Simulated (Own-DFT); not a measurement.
Simulation results for GaP (zincblende, atoms displaced)

All values are calculated (Own-DFT development build). A calculation, not a measurement: plane-wave PBE density functional theory by an unreviewed code, no spin, of a simulated periodic cell, stress positive in tension, free energy of the whole cell less one offset for each atom, forces on such cells passed a denser k mesh, this cell's mesh not checked; offsets are fitted by least squares, one for each functional and potential file, so energies compare only between cells with the same atoms and settings and are not formation energies; the far tail of each file's local potential was reset to the Coulomb form; each entry is a single point on an unrelaxed cell, so the pressure reflects the starting lattice, mostly measured values (interpolated for alloys), from which strain is counted, and rises with the displacements; printed positions are rounded, which can move forces by about a meV/angstrom; the program, named Own-DFT, is a retired in-house code; no spin-orbit coupling.

Common to all runs: functional PBE; potential files PseudoDojo norm-conserving, scalar-relativistic, standard set; wave cutoff 42 hartree; occupations Fermi-Dirac; smearing width 0.1 eV; k mesh 3 x 3 x 3 centred on Gamma.

(1) 
```cif
# cell vector a (Å): 10.9010 0.0000 0.0000
# cell vector b (Å): 0.0000 10.9010 0.0000
# cell vector c (Å): 0.0000 0.0000 10.9010
data_GaP
_symmetry_space_group_name_H-M 'P 1'
_symmetry_Int_Tables_number 1
_cell_length_a 10.9010
_cell_length_b 10.9010
_cell_length_c 10.9010
_cell_angle_alpha 90.000
_cell_angle_beta 90.000
_cell_angle_gamma 90.000
_cell_volume 1295.39
loop_
_atom_site_label
_atom_site_type_symbol
_atom_site_fract_x
_atom_site_fract_y
_atom_site_fract_z
_atom_site_occupancy
Ga1 Ga 0.00572 0.00809 0.00546 1
Ga2 Ga 0.00124 0.24541 0.25582 1
Ga3 Ga 0.24978 0.00664 0.25032 1
Ga4 Ga 0.24299 0.25271 0.00615 1
P1 P 0.11537 0.12843 0.12736 1
P2 P 0.11251 0.37290 0.37562 1
P3 P 0.37655 0.12276 0.37536 1
P4 P 0.37886 0.37259 0.12687 1
Ga5 Ga 0.99081 0.00062 0.50462 1
Ga6 Ga 0.00012 0.24709 0.74974 1
Ga7 Ga 0.25163 0.99755 0.75089 1
Ga8 Ga 0.24283 0.24679 0.49308 1
P5 P 0.12194 0.12536 0.62488 1
P6 P 0.12880 0.37585 0.88200 1
P7 P 0.37433 0.13156 0.86796 1
P8 P 0.37486 0.38274 0.62343 1
Ga9 Ga 0.99763 0.50064 0.99943 1
Ga10 Ga 0.00128 0.74771 0.24806 1
Ga11 Ga 0.24845 0.49765 0.24665 1
Ga12 Ga 0.25339 0.74824 0.99651 1
P9 P 0.12112 0.62716 0.13076 1
P10 P 0.12930 0.86751 0.37867 1
P11 P 0.37038 0.62485 0.37337 1
P12 P 0.38144 0.87053 0.12999 1
Ga13 Ga 0.99703 0.49543 0.50208 1
Ga14 Ga 0.98907 0.75368 0.74887 1
Ga15 Ga 0.25620 0.50529 0.74024 1
Ga16 Ga 0.25147 0.74899 0.50594 1
P13 P 0.12790 0.62551 0.63275 1
P14 P 0.12071 0.87818 0.87527 1
P15 P 0.36939 0.62641 0.87364 1
P16 P 0.37243 0.88568 0.62349 1
Ga17 Ga 0.49384 0.00475 0.99959 1
Ga18 Ga 0.49851 0.24730 0.25575 1
Ga19 Ga 0.75873 0.00263 0.24894 1
Ga20 Ga 0.74739 0.25297 0.99200 1
P17 P 0.61619 0.11733 0.12781 1
P18 P 0.61649 0.36802 0.37199 1
P19 P 0.87570 0.12836 0.37211 1
P20 P 0.87288 0.37158 0.11825 1
Ga21 Ga 0.49828 0.99359 0.49794 1
Ga22 Ga 0.50240 0.24606 0.74851 1
Ga23 Ga 0.74974 0.99512 0.74830 1
Ga24 Ga 0.74697 0.24683 0.50245 1
P21 P 0.62731 0.12800 0.62836 1
P22 P 0.62458 0.37744 0.87095 1
P23 P 0.87452 0.12522 0.88305 1
P24 P 0.88507 0.37575 0.62984 1
Ga25 Ga 0.49814 0.49490 0.00377 1
Ga26 Ga 0.49380 0.74723 0.25167 1
Ga27 Ga 0.75471 0.49719 0.24830 1
Ga28 Ga 0.74791 0.74304 0.99646 1
P25 P 0.62222 0.62454 0.12539 1
P26 P 0.61907 0.88046 0.37467 1
P27 P 0.87442 0.62314 0.37503 1
P28 P 0.87906 0.87717 0.12884 1
Ga29 Ga 0.49573 0.50629 0.50419 1
Ga30 Ga 0.50522 0.75002 0.75561 1
Ga31 Ga 0.75411 0.50040 0.74834 1
Ga32 Ga 0.75400 0.74904 0.50233 1
P29 P 0.61990 0.62043 0.62303 1
P30 P 0.63058 0.87970 0.86929 1
P31 P 0.87688 0.62921 0.87801 1
P32 P 0.87370 0.87716 0.62467 1
_calc_free_energy_of_cell_above_offsets '-33.448'  # eV
_calc_pressure 3.25  # GPa
_calc_stress_xx -3.2  # GPa
_calc_stress_yy -3.25  # GPa
_calc_stress_zz -3.31  # GPa
_calc_stress_yz -0.21  # GPa
_calc_stress_xz 0.5  # GPa
_calc_stress_xy 0.06  # GPa
```

Force:
```tsv
element	x (eV/Å)	y (eV/Å)	z (eV/Å)
Ga	-0.898	-1.137	-0.634
Ga	-0.806	0.861	-0.837
Ga	-0.218	-0.974	-0.073
Ga	0.771	-0.268	-0.177
P	1.727	0.034	0.501
P	1.457	0.433	-0.268
P	-0.448	0.281	0.325
P	-0.665	-0.315	0.251
Ga	1.236	0.02	-0.931
Ga	0.411	0.053	1.027
Ga	-0.674	0.628	0.137
Ga	0.435	0.404	0.507
P	0.238	-0.38	0.055
P	-0.338	0.501	-1.283
P	-0.684	-0.456	1.101
P	-0.053	-1.663	-0.351
Ga	0.482	-0.039	0.29
Ga	-0.228	0.565	0.859
Ga	-0.296	-0.151	0.357
Ga	-0.748	0.585	0.796
P	0.652	-0.569	-1.226
P	-0.741	1.05	-0.177
P	-0.02	-0.214	0.427
P	-1.317	0.887	-1.073
Ga	0.428	1.096	0.083
Ga	1.201	-0.124	0.278
Ga	-0.536	-0.67	1.453
Ga	0.057	0.052	-0.039
P	-1.203	0.4	-0.914
P	0.286	-0.189	0.134
P	1.147	-0.428	0.092
P	0.506	-1.654	0.48
Ga	0.119	-0.619	-0.455
Ga	-0.187	-0.487	-0.842
Ga	-1.117	-0.249	0.013
Ga	-0.695	-0.479	0.895
P	1.146	1.044	-0.224
P	1.189	1.334	0.995
P	-0.481	-0.402	0.947
P	0.287	-0.042	0.714
Ga	0.268	1.162	0.447
Ga	-0.194	1.144	-0.219
Ga	0.495	1.186	0.146
Ga	0.393	0.814	-0.286
P	-0.234	-1.042	-0.49
P	-0.195	0.039	0.012
P	0.031	-0.356	-1.142
P	-1.46	-0.396	-0.271
Ga	0.116	0.634	-0.655
Ga	0.976	-0.092	0.375
Ga	-0.73	-0.295	0.025
Ga	-0.142	1.138	0.65
P	0.152	-0.157	0.197
P	1.292	-1.03	-0.348
P	0.156	0.032	0.139
P	-0.222	-0.505	-0.79
Ga	0.021	-0.728	-1.291
Ga	-0.611	0.254	-0.555
Ga	-0.134	0.141	0.066
Ga	-1.028	0.049	-0.457
P	1.112	0.868	0.559
P	-0.826	-0.599	1.296
P	-0.256	-0.665	-0.545
P	-0.401	-0.316	-0.08
```

(2) 
```cif
# cell vector a (Å): 10.9010 0.0000 0.0000
# cell vector b (Å): 0.0000 10.9010 0.0000
# cell vector c (Å): 0.0000 0.0000 10.9010
data_GaP
_symmetry_space_group_name_H-M 'P 1'
_symmetry_Int_Tables_number 1
_cell_length_a 10.9010
_cell_length_b 10.9010
_cell_length_c 10.9010
_cell_angle_alpha 90.000
_cell_angle_beta 90.000
_cell_angle_gamma 90.000
_cell_volume 1295.39
loop_
_atom_site_label
_atom_site_type_symbol
_atom_site_fract_x
_atom_site_fract_y
_atom_site_fract_z
_atom_site_occupancy
Ga1 Ga 0.00664 0.00222 0.00096 1
Ga2 Ga 0.99750 0.25758 0.25156 1
Ga3 Ga 0.24844 0.00129 0.25374 1
Ga4 Ga 0.24825 0.24541 0.99974 1
P1 P 0.13023 0.11530 0.12308 1
P2 P 0.12806 0.37958 0.37531 1
P3 P 0.37270 0.11696 0.37552 1
P4 P 0.37612 0.37246 0.13180 1
Ga5 Ga 0.00758 0.99904 0.49319 1
Ga6 Ga 0.00218 0.24943 0.75321 1
Ga7 Ga 0.24680 0.99814 0.75193 1
Ga8 Ga 0.25310 0.25432 0.50277 1
P5 P 0.12476 0.12662 0.63207 1
P6 P 0.12946 0.37712 0.87224 1
P7 P 0.37427 0.11822 0.87553 1
P8 P 0.37668 0.38040 0.62126 1
Ga9 Ga 0.00094 0.49993 0.00196 1
Ga10 Ga 0.00798 0.74342 0.25899 1
Ga11 Ga 0.25650 0.50075 0.25336 1
Ga12 Ga 0.25278 0.75686 0.00589 1
P9 P 0.12435 0.62703 0.11734 1
P10 P 0.12736 0.87445 0.37929 1
P11 P 0.37691 0.62774 0.37230 1
P12 P 0.37762 0.87141 0.12536 1
Ga13 Ga 0.00263 0.50283 0.50129 1
Ga14 Ga 0.00226 0.75240 0.75495 1
Ga15 Ga 0.25074 0.49662 0.76374 1
Ga16 Ga 0.25013 0.75092 0.49912 1
P13 P 0.12902 0.62669 0.62256 1
P14 P 0.12627 0.86800 0.87037 1
P15 P 0.37841 0.62859 0.87737 1
P16 P 0.37075 0.88121 0.62419 1
Ga17 Ga 0.50358 0.99922 0.00093 1
Ga18 Ga 0.49741 0.25711 0.25309 1
Ga19 Ga 0.75386 0.99912 0.25481 1
Ga20 Ga 0.74937 0.24793 0.00288 1
P17 P 0.62482 0.12319 0.12761 1
P18 P 0.62408 0.38047 0.38009 1
P19 P 0.87633 0.12228 0.37575 1
P20 P 0.87402 0.36865 0.12449 1
Ga21 Ga 0.49618 0.99998 0.50239 1
Ga22 Ga 0.50061 0.24688 0.74096 1
Ga23 Ga 0.75457 0.99609 0.75271 1
Ga24 Ga 0.74900 0.24448 0.49905 1
P21 P 0.62575 0.13087 0.62438 1
P22 P 0.63401 0.37378 0.87892 1
P23 P 0.86890 0.13112 0.87207 1
P24 P 0.87345 0.37221 0.62410 1
Ga25 Ga 0.49671 0.50422 0.99905 1
Ga26 Ga 0.50466 0.75537 0.24825 1
Ga27 Ga 0.74660 0.49658 0.25774 1
Ga28 Ga 0.75464 0.74367 0.99506 1
P25 P 0.61802 0.62476 0.12847 1
P26 P 0.61693 0.87506 0.38318 1
P27 P 0.86938 0.62059 0.38217 1
P28 P 0.87586 0.87862 0.12545 1
Ga29 Ga 0.50032 0.50013 0.50278 1
Ga30 Ga 0.50463 0.75101 0.75677 1
Ga31 Ga 0.74293 0.49706 0.74966 1
Ga32 Ga 0.75628 0.75108 0.50136 1
P29 P 0.62962 0.62494 0.62092 1
P30 P 0.61866 0.87174 0.87289 1
P31 P 0.87578 0.61914 0.87611 1
P32 P 0.88285 0.86874 0.63030 1
_calc_free_energy_of_cell_above_offsets '-33.775'  # eV
_calc_pressure 3.16  # GPa
_calc_stress_xx -3.19  # GPa
_calc_stress_yy -3.15  # GPa
_calc_stress_zz -3.14  # GPa
_calc_stress_yz -0.34  # GPa
_calc_stress_xz -0.3  # GPa
_calc_stress_xy -0.42  # GPa
```

Force:
```tsv
element	x (eV/Å)	y (eV/Å)	z (eV/Å)
Ga	-0.981	-0.506	-0.812
Ga	0.736	-0.98	0.067
Ga	0.351	-0.852	-0.431
Ga	0.52	0.228	0.142
P	-0.52	1.483	0.625
P	-0.214	-0.306	0.036
P	0.265	1.433	0.161
P	-0.52	0.384	-1.328
Ga	-0.632	0.385	1.329
Ga	-0.529	0.417	-0.357
Ga	0.099	0.066	-0.083
Ga	-0.333	-0.628	-0.201
P	0.177	-0.069	-0.905
P	-1.004	-0.938	1.274
P	0.326	0.704	-0.216
P	-0.281	-0.28	1.042
Ga	-0.189	-0.445	-0.145
Ga	-1.002	0.223	-0.667
Ga	-0.6	0.304	-0.582
Ga	-0.228	-0.62	-0.768
P	0.54	-0.301	1.18
P	0.235	-0.26	-0.732
P	0.278	0.209	0.405
P	-0.043	1.13	0.472
Ga	-0.241	-0.425	0.385
Ga	-0.1	-1.476	-0.383
Ga	0.802	1.163	-1.729
Ga	0.589	-0.13	0.246
P	-0.116	-0.3	0.961
P	0.284	0.98	1.127
P	-0.644	0.004	0.006
P	0.415	-0.997	0.506
Ga	-0.31	-0.018	0.121
Ga	0.531	-1.067	0.41
Ga	-0.713	-0.339	-0.21
Ga	-0.177	-0.312	0.125
P	-0.028	0.291	0.371
P	-0.079	-1.17	0.018
P	0.271	0.412	0.015
P	-0.093	1.078	0.177
Ga	0.257	0.421	0.411
Ga	-0.352	0.653	1.241
Ga	-0.53	0.055	-0.459
Ga	0.325	0.669	-0.127
P	0.23	-1.609	-0.136
P	-1.74	-0.037	-0.139
P	0.995	-0.757	0.639
P	0.348	0.207	0.078
Ga	0.438	-0.887	0.306
Ga	-0.359	-0.403	0.42
Ga	0.2	0.389	-1.06
Ga	-0.578	0.548	0.825
P	1.269	-0.14	-0.286
P	1.351	0.051	-0.423
P	0.877	0.26	-0.847
P	0.302	-0.851	0.074
Ga	-0.046	0.835	-0.319
Ga	-0.822	-0.494	-1.766
Ga	0.871	0.132	-0.293
Ga	-0.568	0.37	0.201
P	-0.59	0.317	0.658
P	1.609	0.684	0.811
P	0.121	0.029	-0.674
P	-0.448	1.08	-0.789
```

(3) 
```cif
# cell vector a (Å): 10.9010 0.0000 0.0000
# cell vector b (Å): 0.0000 10.9010 0.0000
# cell vector c (Å): 0.0000 0.0000 10.9010
data_GaP
_symmetry_space_group_name_H-M 'P 1'
_symmetry_Int_Tables_number 1
_cell_length_a 10.9010
_cell_length_b 10.9010
_cell_length_c 10.9010
_cell_angle_alpha 90.000
_cell_angle_beta 90.000
_cell_angle_gamma 90.000
_cell_volume 1295.39
loop_
_atom_site_label
_atom_site_type_symbol
_atom_site_fract_x
_atom_site_fract_y
_atom_site_fract_z
_atom_site_occupancy
Ga1 Ga 0.00494 0.00280 0.99368 1
Ga2 Ga 0.00493 0.24872 0.24649 1
Ga3 Ga 0.25839 0.99939 0.25394 1
Ga4 Ga 0.24984 0.24589 0.00762 1
P1 P 0.11742 0.12048 0.12430 1
P2 P 0.11941 0.37058 0.37426 1
P3 P 0.37417 0.12757 0.37640 1
P4 P 0.37153 0.36893 0.12838 1
Ga5 Ga 0.99474 0.00692 0.49955 1
Ga6 Ga 0.99941 0.24667 0.75287 1
Ga7 Ga 0.24734 0.00290 0.75133 1
Ga8 Ga 0.24966 0.25276 0.50124 1
P5 P 0.12975 0.12936 0.61296 1
P6 P 0.12366 0.37471 0.86945 1
P7 P 0.38466 0.12801 0.87850 1
P8 P 0.37337 0.37416 0.62733 1
Ga9 Ga 0.99713 0.49258 0.99994 1
Ga10 Ga 0.99745 0.75199 0.25345 1
Ga11 Ga 0.25430 0.50179 0.25714 1
Ga12 Ga 0.24637 0.75445 0.99222 1
P9 P 0.12303 0.62336 0.11826 1
P10 P 0.11171 0.86953 0.37090 1
P11 P 0.37532 0.62964 0.37593 1
P12 P 0.37630 0.88192 0.12825 1
Ga13 Ga 0.00050 0.49184 0.50180 1
Ga14 Ga 0.00208 0.74440 0.74960 1
Ga15 Ga 0.24590 0.50021 0.74106 1
Ga16 Ga 0.24649 0.75008 0.50094 1
P13 P 0.12457 0.63195 0.62991 1
P14 P 0.13155 0.87317 0.87805 1
P15 P 0.37329 0.62546 0.86582 1
P16 P 0.38247 0.87632 0.62597 1
Ga17 Ga 0.50301 0.00172 0.00338 1
Ga18 Ga 0.50012 0.25422 0.24468 1
Ga19 Ga 0.74131 0.00162 0.25360 1
Ga20 Ga 0.74948 0.24683 0.99401 1
P17 P 0.62355 0.13170 0.12126 1
P18 P 0.62086 0.36736 0.37892 1
P19 P 0.87013 0.13042 0.37263 1
P20 P 0.87425 0.37801 0.12725 1
Ga21 Ga 0.50185 0.99586 0.49983 1
Ga22 Ga 0.50072 0.24809 0.75361 1
Ga23 Ga 0.75102 0.00764 0.74223 1
Ga24 Ga 0.75001 0.24506 0.50188 1
P21 P 0.62347 0.12570 0.62257 1
P22 P 0.61280 0.37675 0.87607 1
P23 P 0.87551 0.12501 0.87675 1
P24 P 0.87642 0.37620 0.62366 1
Ga25 Ga 0.50372 0.50174 0.99839 1
Ga26 Ga 0.49496 0.75055 0.25387 1
Ga27 Ga 0.74393 0.50350 0.25416 1
Ga28 Ga 0.75298 0.74716 0.00148 1
P25 P 0.62517 0.62594 0.12507 1
P26 P 0.62765 0.86835 0.37571 1
P27 P 0.86406 0.62442 0.37876 1
P28 P 0.86827 0.87555 0.12235 1
Ga29 Ga 0.50195 0.50103 0.49591 1
Ga30 Ga 0.50037 0.75487 0.74778 1
Ga31 Ga 0.75465 0.49724 0.75688 1
Ga32 Ga 0.75006 0.74645 0.49982 1
P29 P 0.62003 0.62940 0.61878 1
P30 P 0.62537 0.86932 0.87076 1
P31 P 0.87610 0.62413 0.87544 1
P32 P 0.87540 0.87725 0.62503 1
_calc_free_energy_of_cell_above_offsets '-33.707'  # eV
_calc_pressure 3.16  # GPa
_calc_stress_xx -3.1  # GPa
_calc_stress_yy -3.19  # GPa
_calc_stress_zz -3.19  # GPa
_calc_stress_yz -0.47  # GPa
_calc_stress_xz 0.1  # GPa
_calc_stress_xy -0.25  # GPa
```

Force:
```tsv
element	x (eV/Å)	y (eV/Å)	z (eV/Å)
Ga	-0.802	-0.938	0.421
Ga	-1.037	0.135	-0.053
Ga	-1.427	0.02	0.162
Ga	-0.358	0.082	-0.888
P	1.286	-0.039	0.381
P	0.955	0.571	0.062
P	0.556	-0.008	0.054
P	0.121	1.416	-0.316
Ga	0.129	-0.474	-0.365
Ga	0.229	0.154	-0.766
Ga	0.741	0.229	-0.363
Ga	0.568	0.474	-0.624
P	-0.893	-0.801	1.631
P	0.454	-0.261	0.657
P	-1.421	-0.558	0.054
P	0.436	0.141	-0.487
Ga	0.355	0.414	-0.247
Ga	-1.035	-1.212	-1.325
Ga	-0.739	-0.139	-0.779
Ga	1.344	-1.152	1.371
P	0.23	0.166	0.758
P	1.755	1.397	1.091
P	-0.326	-0.489	0.428
P	-0.021	-0.985	-0.659
Ga	-0.113	1.274	-0.243
Ga	-0.649	1.169	0.589
Ga	0.228	-0.077	0.759
Ga	0.131	0.713	-0.086
P	-0.005	-1.171	-1.331
P	-1.415	0.926	-1.34
P	0.088	-0.035	0.69
P	-1.495	0.238	-0.223
Ga	0.317	-0.516	-0.451
Ga	-0.093	-0.606	0.596
Ga	0.369	0.047	-0.602
Ga	-0.066	1.019	0.505
P	0.317	-0.582	0.474
P	0.407	0.608	-0.395
P	0.388	-0.461	-0.266
P	-0.548	-0.554	0.037
Ga	-0.011	0.282	-0.47
Ga	-0.162	0.249	-0.778
Ga	-0.127	-0.848	0.793
Ga	0.038	0.728	0.074
P	-0.248	0.127	0.175
P	1.847	-0.375	-0.377
P	-0.069	-0.248	-0.648
P	-0.524	-0.733	0.679
Ga	-1.324	0.435	0.564
Ga	0.506	0.252	-0.754
Ga	-0.059	-0.748	-0.096
Ga	-0.404	0.184	-0.414
P	-0.475	0.076	0.149
P	-0.448	0.59	0.008
P	1.666	-0.442	-0.304
P	0.745	0.574	0.343
Ga	-0.387	-0.248	0.394
Ga	0.025	-0.797	0.035
Ga	-0.943	0.234	-0.794
Ga	-0.034	0.613	0.644
P	0.603	-0.681	1.002
P	0.514	0.985	0.588
P	0.164	-0.066	0.243
P	0.143	-0.28	0.03
```

(4) 
```cif
# cell vector a (Å): 10.9010 0.0000 0.0000
# cell vector b (Å): 0.0000 10.9010 0.0000
# cell vector c (Å): 0.0000 0.0000 10.9010
data_GaP
_symmetry_space_group_name_H-M 'P 1'
_symmetry_Int_Tables_number 1
_cell_length_a 10.9010
_cell_length_b 10.9010
_cell_length_c 10.9010
_cell_angle_alpha 90.000
_cell_angle_beta 90.000
_cell_angle_gamma 90.000
_cell_volume 1295.39
loop_
_atom_site_label
_atom_site_type_symbol
_atom_site_fract_x
_atom_site_fract_y
_atom_site_fract_z
_atom_site_occupancy
Ga1 Ga 0.99359 0.01425 0.99907 1
Ga2 Ga 0.99819 0.24967 0.24994 1
Ga3 Ga 0.24819 0.99899 0.25033 1
Ga4 Ga 0.25355 0.25122 0.99363 1
P1 P 0.12362 0.11957 0.12219 1
P2 P 0.11436 0.37114 0.37622 1
P3 P 0.37509 0.12778 0.37005 1
P4 P 0.38031 0.37781 0.12893 1
Ga5 Ga 0.99884 0.00157 0.50004 1
Ga6 Ga 0.99880 0.24766 0.75620 1
Ga7 Ga 0.24702 0.99337 0.74432 1
Ga8 Ga 0.25202 0.24948 0.50927 1
P5 P 0.12652 0.13101 0.62660 1
P6 P 0.12642 0.36701 0.88099 1
P7 P 0.36781 0.12418 0.87935 1
P8 P 0.37376 0.37786 0.62773 1
Ga9 Ga 0.00740 0.49783 0.99465 1
Ga10 Ga 0.99481 0.74684 0.25147 1
Ga11 Ga 0.25261 0.49188 0.24709 1
Ga12 Ga 0.25738 0.75135 0.00139 1
P9 P 0.12514 0.62757 0.12915 1
P10 P 0.12330 0.87230 0.37139 1
P11 P 0.37596 0.63004 0.37345 1
P12 P 0.37711 0.87681 0.12147 1
Ga13 Ga 0.00526 0.49810 0.49897 1
Ga14 Ga 0.00262 0.75340 0.74688 1
Ga15 Ga 0.25477 0.49933 0.74745 1
Ga16 Ga 0.26400 0.74839 0.49341 1
P13 P 0.12135 0.63369 0.62442 1
P14 P 0.12368 0.88096 0.87671 1
P15 P 0.37378 0.61743 0.86859 1
P16 P 0.37430 0.88335 0.62525 1
Ga17 Ga 0.50114 0.00827 0.00114 1
Ga18 Ga 0.50061 0.25200 0.24206 1
Ga19 Ga 0.74727 0.00206 0.23935 1
Ga20 Ga 0.74837 0.24557 0.99508 1
P17 P 0.62750 0.12559 0.11896 1
P18 P 0.62805 0.37242 0.37579 1
P19 P 0.87275 0.12680 0.37542 1
P20 P 0.88645 0.37944 0.12360 1
Ga21 Ga 0.50973 0.00714 0.49481 1
Ga22 Ga 0.49910 0.26397 0.75193 1
Ga23 Ga 0.75230 0.00130 0.75050 1
Ga24 Ga 0.75161 0.25321 0.48456 1
P21 P 0.62463 0.12083 0.62478 1
P22 P 0.63161 0.37674 0.87114 1
P23 P 0.87702 0.12607 0.87108 1
P24 P 0.87545 0.38116 0.62186 1
Ga25 Ga 0.50572 0.49756 0.99814 1
Ga26 Ga 0.50472 0.75008 0.24289 1
Ga27 Ga 0.75045 0.50339 0.24962 1
Ga28 Ga 0.74134 0.74363 0.99251 1
P25 P 0.62499 0.62413 0.12314 1
P26 P 0.62235 0.87759 0.37254 1
P27 P 0.87579 0.62822 0.37195 1
P28 P 0.87918 0.87957 0.12298 1
Ga29 Ga 0.49630 0.49773 0.50216 1
Ga30 Ga 0.49479 0.74443 0.74440 1
Ga31 Ga 0.75721 0.49229 0.74559 1
Ga32 Ga 0.75029 0.75050 0.49942 1
P29 P 0.63031 0.61767 0.62519 1
P30 P 0.62204 0.88684 0.88019 1
P31 P 0.87056 0.62446 0.87950 1
P32 P 0.87683 0.87484 0.62479 1
_calc_free_energy_of_cell_above_offsets '-33.305'  # eV
_calc_pressure 3.26  # GPa
_calc_stress_xx -3.32  # GPa
_calc_stress_yy -3.21  # GPa
_calc_stress_zz -3.26  # GPa
_calc_stress_yz -0.44  # GPa
_calc_stress_xz 0.41  # GPa
_calc_stress_xy 0.7  # GPa
```

Force:
```tsv
element	x (eV/Å)	y (eV/Å)	z (eV/Å)
Ga	0.557	-1.434	0.07
Ga	0.068	-0.637	-0.381
Ga	-0.028	-0.203	-0.151
Ga	-0.126	-0.284	1.728
P	0.57	1.293	0.482
P	1.922	-0.066	-0.006
P	0.038	0.102	0.386
P	-0.301	-0.307	-1.362
Ga	0.394	0.023	-0.131
Ga	0.233	0.807	-0.997
Ga	-0.348	0.893	0.749
Ga	-0.116	0.236	-1.259
P	-0.51	-0.869	0.183
P	0.086	1.083	-1.338
P	1.024	0	-1.327
P	0.099	-0.181	-0.586
Ga	-0.178	0.84	0.502
Ga	0.488	0.784	-0.551
Ga	-0.885	0.864	0.873
Ga	-0.803	-0.281	-0.449
P	0.458	-0.376	-0.619
P	0.247	0.078	0.598
P	0.827	-1.47	-0.864
P	0.32	0.254	0.435
Ga	-0.497	1.015	0.234
Ga	-0.491	0.067	1.076
Ga	-1.776	0.065	0.039
Ga	-1.589	1.13	1.038
P	1.24	-1.018	-0.496
P	-0.122	-0.487	0.226
P	0.498	0.717	1.12
P	0.938	-0.844	-0.979
Ga	-0.729	-0.295	-0.097
Ga	0.525	-0.398	0.801
Ga	0.517	-0.387	0.939
Ga	0.847	0.86	0.303
P	-0.344	0.596	0.484
P	-1.114	0.945	-0.939
P	0.267	-0.726	-0.813
P	-1.467	-0.447	-0.142
Ga	-1.187	-0.343	0.053
Ga	0.032	-1.765	0.114
Ga	-0.199	-0.352	-0.228
Ga	0.11	-0.487	2.085
P	0.498	1.628	0.232
P	-0.207	-0.122	0.478
P	-0.937	0.122	0.006
P	0.633	-1.521	-0.365
Ga	-0.352	0.179	-0.162
Ga	-0.477	0.315	0.415
Ga	0.351	-0.458	-0.137
Ga	0.441	1.339	0.618
P	0.034	-0.218	0.031
P	0.646	-0.345	-0.319
P	-0.382	-0.62	0.777
P	-0.674	-0.707	-0.444
Ga	0.498	0.397	-0.506
Ga	0.647	0.718	0.21
Ga	-0.236	1.155	0.65
Ga	-0.125	0.058	-0.108
P	-0.444	0.594	-0.103
P	0.054	-1.4	-0.98
P	0.91	-0.306	-1.075
P	-0.373	0.198	-0.023
```
